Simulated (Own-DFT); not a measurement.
## Calculated data, Hf₃₆O₇₁ (tetragonal hafnia with one neutral oxygen vacancy, atoms displaced)

Computed with Own-DFT development build. A calculation, not a measurement: plane-wave PBE and HSE06 DFT by an unreviewed code, no spin, of a simulated cell at Gamma alone, so results move with cell size and shape, stress positive in tension, energies less offsets, not probed for a lower state with spin; hafnium file: forces about 75 meV/angstrom off all-electron values; oxygen file: force components 24 meV/angstrom off all-electron in a glass; k mesh not checked against a denser one; forces and stress are PBE's, HSE06 gives the energy alone, and its difference from PBE has offsets of its own; offsets are fitted by least squares, one for each functional and potential file, so energies compare only between cells with the same atoms and settings and are not formation energies; the far tail of each file's local potential was reset to the Coulomb form; each entry is a single point on an unrelaxed cell, so the pressure reflects the starting lattice, taken from the Materials Project, from which strain is counted, and rises with the displacements; printed positions are rounded, which can move forces by about a meV/angstrom; the program is a retired in-house code; no spin-orbit coupling.

Common to all runs: first functional PBE; second functional HSE06; exact exchange share 0.25; screening 0.11 1/bohr; exchange divergence Gygi-Baldereschi; potential files PseudoDojo norm-conserving, scalar-relativistic, made for PBE, standard set; wave cutoff 48 hartree; occupations fixed; k mesh 1 x 1 x 1 centred on Gamma.

```yaml
- entry: 1
  formula: Hf36O71
  kind: "tetragonal hafnia with one neutral oxygen vacancy, atoms displaced"
  structure:
    cell_angstrom: [[10.78, 0.0, 0.0], [0.0, 10.78, 0.0], [0.0, 0.0, 10.4493]]
    atoms_fractional:
      - [Hf, 0.99573, 0.00643, 0.99036]
      - [Hf, 0.1592, 0.16887, 0.25402]
      - [O, 0.00375, 0.16695, 0.14656]
      - [O, 0.16891, 0.00414, 0.36181]
      - [O, 0.00446, 0.16629, 0.40403]
      - [O, 0.16201, 0.00168, 0.08754]
      - [Hf, 0.9916, 0.99724, 0.50959]
      - [Hf, 0.16422, 0.15616, 0.76013]
      - [O, 0.00839, 0.18355, 0.64339]
      - [O, 0.15656, 0.99586, 0.83486]
      - [O, 0.98853, 0.16, 0.89645]
      - [O, 0.17155, 0.00425, 0.60064]
      - [Hf, 0.97897, 0.33195, 0.99919]
      - [Hf, 0.15943, 0.50394, 0.24382]
      - [O, 0.00967, 0.50173, 0.14813]
      - [O, 0.16681, 0.31371, 0.34317]
      - [O, 0.00209, 0.4976, 0.3989]
      - [O, 0.15561, 0.33687, 0.09396]
      - [Hf, 0.00369, 0.32641, 0.50157]
      - [Hf, 0.16417, 0.50357, 0.73968]
      - [O, 0.99261, 0.49918, 0.64386]
      - [O, 0.15891, 0.33568, 0.84544]
      - [O, 0.99534, 0.50524, 0.90471]
      - [O, 0.15262, 0.34306, 0.59414]
      - [Hf, 0.99846, 0.65958, 0.98782]
      - [Hf, 0.16314, 0.85122, 0.26354]
      - [O, 0.9943, 0.81994, 0.148]
      - [O, 0.16516, 0.66697, 0.35592]
      - [O, 0.99869, 0.84442, 0.39897]
      - [O, 0.15358, 0.68024, 0.08569]
      - [Hf, 0.99415, 0.66596, 0.51273]
      - [Hf, 0.14737, 0.83092, 0.75186]
      - [O, 0.00033, 0.84502, 0.65208]
      - [O, 0.16484, 0.66597, 0.85637]
      - [O, 0.00411, 0.82869, 0.89537]
      - [O, 0.16359, 0.65819, 0.60637]
      - [Hf, 0.34978, 0.99377, 0.99988]
      - [Hf, 0.49149, 0.15694, 0.24407]
      - [O, 0.32785, 0.16919, 0.14875]
      - [O, 0.50185, 0.00116, 0.348]
      - [O, 0.33292, 0.17053, 0.40745]
      - [O, 0.51643, 0.00168, 0.10381]
      - [Hf, 0.3413, 0.99732, 0.50885]
      - [Hf, 0.48198, 0.15819, 0.739]
      - [O, 0.33581, 0.16579, 0.6569]
      - [O, 0.50438, 0.9939, 0.84433]
      - [O, 0.33739, 0.16438, 0.91241]
      - [O, 0.50325, 0.99788, 0.61396]
      - [Hf, 0.3275, 0.32899, 0.00534]
      - [Hf, 0.50109, 0.49334, 0.25488]
      - [O, 0.33418, 0.49839, 0.15283]
      - [O, 0.50096, 0.33421, 0.35221]
      - [O, 0.3323, 0.48557, 0.402]
      - [O, 0.5109, 0.33247, 0.09298]
      - [Hf, 0.33757, 0.33207, 0.49249]
      - [Hf, 0.49397, 0.49644, 0.75116]
      - [O, 0.33117, 0.51659, 0.6503]
      - [O, 0.49772, 0.33443, 0.82963]
      - [O, 0.33538, 0.48786, 0.89568]
      - [O, 0.50495, 0.34005, 0.5917]
      - [Hf, 0.34391, 0.65788, 0.99666]
      - [Hf, 0.49415, 0.82327, 0.2373]
      - [O, 0.33609, 0.83596, 0.13918]
      - [O, 0.50409, 0.65163, 0.35763]
      - [O, 0.32236, 0.8334, 0.40688]
      - [O, 0.50177, 0.66929, 0.09619]
      - [Hf, 0.33844, 0.66649, 0.50683]
      - [Hf, 0.49454, 0.83443, 0.75056]
      - [O, 0.33708, 0.83532, 0.65862]
      - [O, 0.49581, 0.66091, 0.84676]
      - [O, 0.32748, 0.84327, 0.90192]
      - [O, 0.48792, 0.67371, 0.59125]
      - [Hf, 0.66662, 0.00655, 0.99501]
      - [Hf, 0.83566, 0.16564, 0.25122]
      - [O, 0.6734, 0.15993, 0.15621]
      - [O, 0.82524, 0.9882, 0.353]
      - [O, 0.67665, 0.15825, 0.40595]
      - [O, 0.82609, 0.01165, 0.11248]
      - [Hf, 0.67232, 0.00876, 0.48647]
      - [Hf, 0.84149, 0.14726, 0.74886]
      - [O, 0.66471, 0.16527, 0.63739]
      - [O, 0.83331, 0.00724, 0.84971]
      - [O, 0.65018, 0.16327, 0.91503]
      - [O, 0.83287, 0.01555, 0.59934]
      - [Hf, 0.66642, 0.33447, 0.00266]
      - [Hf, 0.83636, 0.49497, 0.25065]
      - [O, 0.66073, 0.50622, 0.14861]
      - [O, 0.84046, 0.32055, 0.35062]
      - [O, 0.67834, 0.50532, 0.39191]
      - [O, 0.83278, 0.33084, 0.09522]
      - [Hf, 0.66494, 0.3294, 0.50283]
      - [Hf, 0.82771, 0.5013, 0.7456]
      - [O, 0.66503, 0.49542, 0.65319]
      - [O, 0.83503, 0.33517, 0.84426]
      - [O, 0.66031, 0.48768, 0.90046]
      - [Hf, 0.66806, 0.65365, 0.00452]
      - [Hf, 0.83559, 0.8374, 0.26006]
      - [O, 0.66514, 0.82917, 0.15689]
      - [O, 0.85304, 0.67438, 0.34479]
      - [O, 0.67434, 0.82822, 0.39679]
      - [O, 0.83012, 0.66962, 0.10047]
      - [Hf, 0.66809, 0.67006, 0.49163]
      - [Hf, 0.84443, 0.83052, 0.74185]
      - [O, 0.65676, 0.82699, 0.64584]
      - [O, 0.82761, 0.66531, 0.8391]
      - [O, 0.67253, 0.83962, 0.90612]
      - [O, 0.84, 0.67047, 0.5994]
  results:
    "PBE_energy_of_cell_above_offsets [eV]": "-88.294"
    "HSE06_less_PBE_above_offsets [eV]": "0.447"
    "PBE_pressure [GPa]": 5.52
    "PBE_stress_xx [GPa]": -5.05
    "PBE_stress_yy [GPa]": -6.37
    "PBE_stress_zz [GPa]": -5.15
    "PBE_stress_yz [GPa]": 0.16
    "PBE_stress_xz [GPa]": -1.27
    "PBE_stress_xy [GPa]": 0.09
    force_element: [Hf, Hf, O, O, O, O, Hf, Hf, O, O, O, O, Hf, Hf, O, O, O, O, Hf, Hf, O, O, O, O, Hf, Hf, O, O, O, O, Hf, Hf, O, O, O, O, Hf, Hf, O, O, O, O, Hf, Hf, O, O, O, O, Hf, Hf, O, O, O, O, Hf, Hf, O, O, O, O, Hf, Hf, O, O, O, O, Hf, Hf, O, O, O, O, Hf, Hf, O, O, O, O, Hf, Hf, O, O, O, O, Hf, Hf, O, O, O, O, Hf, Hf, O, O, O, Hf, Hf, O, O, O, O, Hf, Hf, O, O, O, O]
    "force_x [eV/angstrom]": [0.313, 0.316, -1.418, 0.16, -0.877, 0.658, 3.193, 0.125, -1.289, -0.565, 0.74, -0.922, 4.772, 1.376, -3.577, 0.088, -0.243, 1.096, -2.54, -0.108, -0.241, 0.359, -0.519, 4.686, 0.074, -1.054, 0.292, 0.096, 0.59, 3.344, 2.926, 5.451, -0.979, 0.276, -1.199, -0.814, -1.224, 1.235, 0.905, -0.417, 1.118, -3.08, -0.917, 6.602, -4.675, -0.99, -0.364, -0.477, -0.699, -0.454, 0.112, 0.635, -0.192, -2.725, -0.926, 0.244, 0.126, -0.227, -0.075, -1.93, -3.029, 2.139, -0.247, -0.731, 1.029, -0.507, -3.344, 1.695, -2.381, -0.25, 0.496, 4.377, 1.61, -0.168, -1.576, 0.664, -0.265, 1.855, -1.603, -1.257, 0.082, 0.094, 0.742, 0.018, -0.252, 0.423, 1.258, -0.629, 0.538, -1.933, 1.701, 0.334, -0.023, 0.099, 0.424, 1.135, 0.055, -0.548, -0.566, -0.781, -0.178, -1.066, -5.712, 2.357, 0.057, -0.011, -2.316]
    "force_y [eV/angstrom]": [-2.785, -2.737, 0.182, 0.761, -2.334, -0.438, 1.884, 3.395, -2.002, -0.031, 1.85, -0.142, 0.656, 0.544, -0.399, 5.055, -0.004, -0.221, 1.303, -1.062, 0.541, -1.233, -3.067, 0.659, 2.805, -3.211, 2.087, 0.324, -0.454, -1.557, -1.962, -1.489, -0.067, -0.326, 1.25, 1.584, 0.167, 1.19, -0.155, -1.019, -1.974, 0.017, -0.3, 0.956, 0.418, 1.302, -0.546, 0.421, 0.708, -0.123, 0.371, -1.476, 2.347, -0.214, 0.178, -0.207, -1.143, -1.877, 1.238, -0.2, 0.611, 0.218, 0.303, 1.802, 0.427, 0.003, -0.956, -1.056, 0.019, 0.888, -1.956, -0.252, -2.318, -1.952, 1.491, 3.878, 3.814, -0.973, -3.536, 6.275, 0.604, -4.071, 2.309, -1.353, -1.557, 1.615, -0.629, 2.428, -1.109, 0.699, 0.161, -1.718, 0.548, -1.081, 1.932, 2.23, -2.17, -0.331, -2.399, 0.072, -1.733, 0.325, -0.981, -0.249, 0.851, -1.448, 0.881]
    "force_z [eV/angstrom]": [3.883, -1.847, -0.157, -0.915, -0.503, 0.148, -2.577, -1.874, 2.067, 1.957, -0.746, -0.034, -2.214, 1.833, -0.485, 1.389, -0.045, -0.192, -1.03, 1.067, 0.851, -0.273, -1.579, 0.584, 3.465, -2.209, 1.308, -1.25, 1.283, 1.15, -4.539, 1.558, -2.507, -1.951, -1.151, -0.073, 1.007, 0.09, 0.841, 0.545, -0.45, 0.227, -0.602, 3.433, -1.988, 1.581, -1.64, -2.123, -0.295, -0.232, -0.548, -0.809, -0.635, 0.92, 1.489, -0.773, 0.124, 1.004, 0.906, 0.118, -0.643, 1.154, 1.418, -1.086, -0.459, 0.685, -1.905, 0.068, -0.974, 0.731, -0.394, 1.341, 1.674, -0.431, 0.976, 1.862, -2.384, -2.141, 2.577, -2.606, 1.513, 1.011, -1.845, 0.892, -1.398, 1.031, 0.164, -0.518, 0.508, 2.35, 0.244, -0.064, -0.809, -0.246, -0.051, -0.544, -4.124, 0.24, 1.18, 0.676, -1.07, 0.886, 2.664, 0.47, 0.299, -0.288, 0.793]
- entry: 2
  formula: Hf36O71
  kind: "tetragonal hafnia with one neutral oxygen vacancy, atoms displaced"
  structure:
    cell_angstrom: [[10.78, 0.0, 0.0], [0.0, 10.78, 0.0], [0.0, 0.0, 10.4493]]
    atoms_fractional:
      - [Hf, 0.9991, 0.00299, 0.99937]
      - [Hf, 0.16716, 0.17053, 0.24935]
      - [O, 0.00096, 0.16729, 0.15082]
      - [O, 0.16466, 0.99763, 0.34783]
      - [O, 0.99944, 0.16994, 0.3991]
      - [O, 0.17036, 0.99934, 0.0987]
      - [Hf, 0.00299, 0.00633, 0.49272]
      - [Hf, 0.16919, 0.1678, 0.7472]
      - [O, 0.99862, 0.16615, 0.65733]
      - [O, 0.17106, 0.00194, 0.84925]
      - [O, 0.99465, 0.17223, 0.90129]
      - [O, 0.16664, 0.00092, 0.60026]
      - [Hf, 0.99801, 0.33222, 0.001]
      - [Hf, 0.16616, 0.49964, 0.25402]
      - [O, 0.99728, 0.49981, 0.14735]
      - [O, 0.16849, 0.33826, 0.35076]
      - [O, 0.9967, 0.49711, 0.3996]
      - [O, 0.1681, 0.33912, 0.09635]
      - [Hf, 0.9981, 0.33396, 0.5019]
      - [Hf, 0.1652, 0.49569, 0.75026]
      - [O, 0.00507, 0.50083, 0.64978]
      - [O, 0.16696, 0.3326, 0.84845]
      - [O, 0.16601, 0.33174, 0.59792]
      - [Hf, 0.00104, 0.66477, 0.00121]
      - [Hf, 0.16655, 0.83159, 0.25081]
      - [O, 0.00468, 0.83353, 0.15601]
      - [O, 0.16778, 0.66517, 0.34732]
      - [O, 0.99601, 0.83363, 0.40028]
      - [O, 0.16471, 0.66914, 0.09466]
      - [Hf, 0.0012, 0.66265, 0.50187]
      - [Hf, 0.17253, 0.8267, 0.75359]
      - [O, 0.99939, 0.83398, 0.65389]
      - [O, 0.16505, 0.66685, 0.84587]
      - [O, 0.9966, 0.8329, 0.90088]
      - [O, 0.17038, 0.66373, 0.60277]
      - [Hf, 0.33258, 0.00213, 0.99813]
      - [Hf, 0.49441, 0.16887, 0.2515]
      - [O, 0.3372, 0.16748, 0.15119]
      - [O, 0.50355, 0.00066, 0.34281]
      - [O, 0.33233, 0.16608, 0.40694]
      - [O, 0.50125, 0.00019, 0.09577]
      - [Hf, 0.33585, 0.00404, 0.4962]
      - [Hf, 0.49838, 0.1675, 0.74817]
      - [O, 0.33247, 0.16199, 0.65096]
      - [O, 0.50314, 0.00206, 0.85265]
      - [O, 0.33331, 0.17078, 0.89487]
      - [O, 0.49942, 0.00094, 0.59653]
      - [Hf, 0.33568, 0.33393, 0.99995]
      - [Hf, 0.5011, 0.50134, 0.2491]
      - [O, 0.33668, 0.50173, 0.15401]
      - [O, 0.49857, 0.33184, 0.3525]
      - [O, 0.33067, 0.50074, 0.4022]
      - [O, 0.50016, 0.33361, 0.09793]
      - [Hf, 0.33131, 0.33133, 0.4986]
      - [Hf, 0.50078, 0.49814, 0.75431]
      - [O, 0.33553, 0.49701, 0.65645]
      - [O, 0.50141, 0.33641, 0.84549]
      - [O, 0.33049, 0.49687, 0.90182]
      - [O, 0.50057, 0.33161, 0.59812]
      - [Hf, 0.33528, 0.66637, 0.00022]
      - [Hf, 0.50498, 0.83357, 0.24772]
      - [O, 0.33356, 0.83524, 0.14671]
      - [O, 0.49561, 0.66693, 0.35252]
      - [O, 0.33195, 0.82751, 0.40071]
      - [O, 0.49928, 0.66368, 0.09677]
      - [Hf, 0.33302, 0.66981, 0.49842]
      - [Hf, 0.50141, 0.83264, 0.75121]
      - [O, 0.32936, 0.83051, 0.64941]
      - [O, 0.50756, 0.66642, 0.84855]
      - [O, 0.32944, 0.83061, 0.90085]
      - [O, 0.49742, 0.66089, 0.5956]
      - [Hf, 0.66233, 0.0004, 0.99709]
      - [Hf, 0.83468, 0.16446, 0.24744]
      - [O, 0.65935, 0.16333, 0.14968]
      - [O, 0.83095, 0.00379, 0.34512]
      - [O, 0.67142, 0.16678, 0.40655]
      - [O, 0.83413, 0.99824, 0.09141]
      - [Hf, 0.67047, 0.00261, 0.50144]
      - [Hf, 0.83442, 0.16485, 0.75239]
      - [O, 0.6621, 0.16774, 0.64911]
      - [O, 0.83417, 0.00056, 0.84702]
      - [O, 0.66342, 0.16765, 0.90369]
      - [O, 0.83235, 0.99477, 0.59992]
      - [Hf, 0.66417, 0.33066, 0.99934]
      - [Hf, 0.83303, 0.49762, 0.25595]
      - [O, 0.67037, 0.50057, 0.14987]
      - [O, 0.83371, 0.33299, 0.34972]
      - [O, 0.66578, 0.50662, 0.40153]
      - [O, 0.83113, 0.3328, 0.10359]
      - [Hf, 0.66878, 0.33019, 0.50161]
      - [Hf, 0.8353, 0.50257, 0.74983]
      - [O, 0.67323, 0.50058, 0.65191]
      - [O, 0.82956, 0.33289, 0.8479]
      - [O, 0.66425, 0.49878, 0.89884]
      - [O, 0.83191, 0.33458, 0.59693]
      - [Hf, 0.66622, 0.66529, 0.00212]
      - [Hf, 0.83511, 0.83279, 0.25104]
      - [O, 0.66476, 0.8375, 0.15484]
      - [O, 0.83289, 0.6683, 0.34937]
      - [O, 0.66417, 0.83425, 0.40478]
      - [O, 0.83605, 0.66719, 0.09822]
      - [Hf, 0.66719, 0.65973, 0.497]
      - [Hf, 0.83276, 0.83212, 0.74924]
      - [O, 0.66691, 0.83374, 0.65708]
      - [O, 0.83247, 0.6658, 0.85239]
      - [O, 0.66265, 0.83104, 0.90109]
      - [O, 0.8275, 0.66598, 0.59599]
  results:
    "PBE_stress_zz [GPa]": null
```

## Withheld values
1. Give the missing PBE stress zz for Hf₃₆O₇₁ (tetragonal hafnia with one neutral oxygen vacancy, atoms displaced) (entry 2).

Calculated values
1. -1.01 GPa

Further results for Hf₃₆O₇₁ (tetragonal hafnia with one neutral oxygen vacancy, atoms displaced) (entry 2):

```
PBE energy of cell above offsets : -100.851 eV
HSE06 less PBE above offsets     : -0.145 eV
PBE pressure                     : 0.6 GPa
PBE stress xx                    : 0.07 GPa
PBE stress yy                    : -0.86 GPa
PBE stress yz                    : 0.41 GPa
PBE stress xz                    : -0.14 GPa
PBE stress xy                    : -0.07 GPa
```

Force:
| element | x (eV/Å) | y (eV/Å) | z (eV/Å) |
| --- | --- | --- | --- |
| Hf | 0.523 | -0.857 | -0.636 |
| Hf | -0.109 | -0.606 | -0.281 |
| O | 0.433 | -0.098 | 0.218 |
| O | 0.035 | 1.115 | -0.032 |
| O | 0.305 | 0.226 | -0.103 |
| O | -0.585 | 0.618 | -0.038 |
| Hf | 0.083 | -1.783 | 1.603 |
| Hf | -0.16 | -0.805 | 0.473 |
| O | -0.018 | 0.138 | -0.939 |
| O | -0.216 | 0.038 | -0.019 |
| O | 0.118 | -0.956 | 0.268 |
| O | -0.078 | 0.428 | -1.086 |
| Hf | -0.168 | 1.294 | -0.116 |
| Hf | 0.344 | 0.458 | -1.208 |
| O | 0.345 | -0.061 | 0.487 |
| O | -0.069 | -1.301 | -0.239 |
| O | 0.197 | 0.34 | 0.227 |
| O | -0.086 | -0.627 | 0.41 |
| Hf | -0.15 | 0.013 | 0.197 |
| Hf | 1.185 | 0.689 | 0.219 |
| O | -1.197 | -0.061 | 0.143 |
| O | -0.571 | -0.038 | 0.018 |
| O | -0.15 | -0.212 | -0.052 |
| Hf | -0.409 | -0.102 | -0.657 |
| Hf | 0.745 | 0.03 | -0.443 |
| O | -0.919 | 0.286 | -0.301 |
| O | -0.657 | -0.014 | 0.257 |
| O | 0.159 | -0.025 | 0.499 |
| O | 0.802 | -0.288 | 0.319 |
| Hf | -0.085 | 1.349 | 0.44 |
| Hf | -1.287 | 1.319 | -0.736 |
| O | 0.376 | -0.613 | -0.137 |
| O | -0.294 | -1.348 | 0.662 |
| O | 0.206 | 0.34 | 0.828 |
| O | -0.927 | 0.046 | -0.795 |
| Hf | 0.033 | -0.561 | -0.153 |
| Hf | 1.599 | -0.354 | -0.24 |
| O | -1.295 | 0.118 | 0 |
| O | -0.651 | 0.265 | 0.408 |
| O | -0.23 | 0.291 | -1.359 |
| O | -0.819 | -0.191 | 0.014 |
| Hf | -0.533 | -1.966 | 1.176 |
| Hf | 0.077 | 0.031 | 0.092 |
| O | 0.286 | 0.319 | -0.348 |
| O | -0.371 | -0.358 | -0.835 |
| O | 0.221 | -0.151 | 0.801 |
| O | -0.007 | -0.118 | -0.019 |
| Hf | -0.407 | 0.188 | -0.336 |
| Hf | 0.021 | 0.204 | 0.468 |
| O | -0.65 | -0.036 | 0.029 |
| O | 0.065 | 0.391 | -0.558 |
| O | -0.008 | -0.523 | 0.13 |
| O | -0.106 | 0.189 | 0.144 |
| Hf | 0.845 | 1.689 | 0.832 |
| Hf | 0.384 | 0.885 | -1.286 |
| O | -0.426 | -0.44 | -0.038 |
| O | -0.091 | -1.124 | 0.638 |
| O | 0.402 | 0.701 | 0.371 |
| O | -0.219 | -0.039 | -0.157 |
| Hf | -0.718 | -0.086 | 0.107 |
| Hf | -1.179 | -0.056 | 0.661 |
| O | 0.301 | -0.262 | 0.54 |
| O | 0.406 | -0.158 | -1.227 |
| O | -0.081 | 1.88 | -0.247 |
| O | 0.379 | 0.137 | 0.431 |
| Hf | 0.468 | -0.725 | 0.653 |
| Hf | 0.062 | -0.062 | -0.376 |
| O | 1.256 | 0.189 | 0.248 |
| O | -0.805 | 0.026 | 0.06 |
| O | 0.432 | 0.316 | -0.093 |
| O | 0.585 | 0.358 | 0.387 |
| Hf | 0.191 | -0.197 | 0.186 |
| Hf | -1.234 | 0.756 | -0.409 |
| O | 1.02 | 0.217 | 0.71 |
| O | 0.293 | -0.548 | 0.128 |
| O | -0.059 | 0.204 | -0.616 |
| O | -0.12 | 0.271 | 0.66 |
| Hf | -0.447 | -0.826 | 0.117 |
| Hf | -0.452 | 0.058 | -0.093 |
| O | 1.024 | -0.048 | 0.508 |
| O | -0.194 | 0.027 | -0.007 |
| O | 0.187 | -0.115 | -0.489 |
| O | 0.554 | 0.658 | -0.632 |
| Hf | 0.712 | 0.649 | 0.085 |
| Hf | 0.128 | 0.464 | -1.185 |
| O | -0.607 | 0.109 | 0.481 |
| O | -0.171 | -0.33 | 0.087 |
| O | 0.136 | -2.422 | -0.841 |
| O | 0.116 | -0.425 | -0.603 |
| Hf | -0.772 | 0.449 | 0.173 |
| Hf | -0.378 | -0.102 | 0.486 |
| O | -1.182 | -0.213 | -0.055 |
| O | 0.428 | 0.446 | 0.005 |
| O | 0.124 | 0.054 | 0.677 |
| O | 0.798 | -0.178 | 0.149 |
| Hf | 0.654 | -0.361 | -0.678 |
| Hf | 0.205 | -0.146 | -0.094 |
| O | 0.907 | -0.433 | -0.46 |
| O | 0.115 | -0.37 | -0.18 |
| O | 0.194 | -0.127 | -0.116 |
| O | -0.507 | 0.521 | 0.247 |
| Hf | -1.006 | 1.981 | 1.059 |
| Hf | 0.759 | 0.191 | 0.112 |
| O | -0.643 | 0.113 | -0.196 |
| O | 0.344 | -0.445 | -0.52 |
| O | 0.206 | 0.331 | 0.586 |
| O | 1.726 | -0.116 | 0.354 |
